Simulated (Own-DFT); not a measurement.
# Misfit strain and the stress it brings: wurtzite AlGaN with randomly placed atoms, 72 atoms (Al9Ga27N36)

Source: density functional calculations with Own-DFT, an unreviewed in-house program that is no longer used. Nothing was measured or relaxed, and spin and spin-orbit coupling are left out.

Method: PBE; PseudoDojo norm-conserving scalar-relativistic files; cutoff 42 hartree; 4 x 4 x 3 k mesh centred on Gamma; Fermi-Dirac smearing of 0.1 eV.

Keep in mind: forces on such cells passed a denser k mesh, each cell not checked; stress not checked against mesh or cutoff.

Unstrained cell vectors in Å: (9.509, 0.000, 0.000); (-4.755, 8.235, 0.000); (0.000, 0.000, 10.268). The unstrained cell has measured lattice constants (interpolated for alloys), not those of this functional. That, the random moves and any unrelaxed bonds set the pressure at no strain. Each run strains x and y alike by e, as a substrate would, and holds the height along z. Each atom got a random Gaussian move of width 0.05 Å along each axis. The random placing of the alloy's atoms differs from row to row. Stress is positive in tension.

```
e (%)  u (Å)  (s_xx + s_yy)/2 (GPa)  s_zz (GPa)
-3.00  0.049                 -26.17      -13.50
-2.50  0.055                 -21.79      -15.13
-1.50  0.050                 -16.14      -10.74
-0.50  0.051                 -10.32       -8.95
 0.75  0.053                      ?           ?
 1.25  0.051                  -0.52       -6.79
 2.00  0.044                   3.24       -5.23
 2.50  0.053                   5.63       -7.62
 2.75  0.049                   5.76       -4.65
 3.00  0.050                   6.95       -4.11
```

## Analysis

With e as a fraction, the in-plane stress is -7.1 + 551 e - 2475 e² GPa (errors 7 and 510, scatter 0.47), and s_zz is -9.2 + 158 e GPa (slope ± 20, scatter 1.34). At e = 0 the first slope is C11 + C12 and the second 2 C13, both with the ions held to the strained lattice and at the cell's own pressure. The term in e² is negative: the layer stiffens under compression and softens under tension. A free layer would change its height as e changes, and the in-plane slope would drop by 2 C13²/C33 to the biaxial modulus. At fixed height, a misfit of 1 % moves the in-plane stress by about 5.5 GPa and s_zz by 1.6 GPa.

## Withheld run

The question: what are the two stresses at e = 0.75 %?

The fit gives -3.1 and -8.0 GPa. The calculation gave -3.96 and -6.02 GPa.
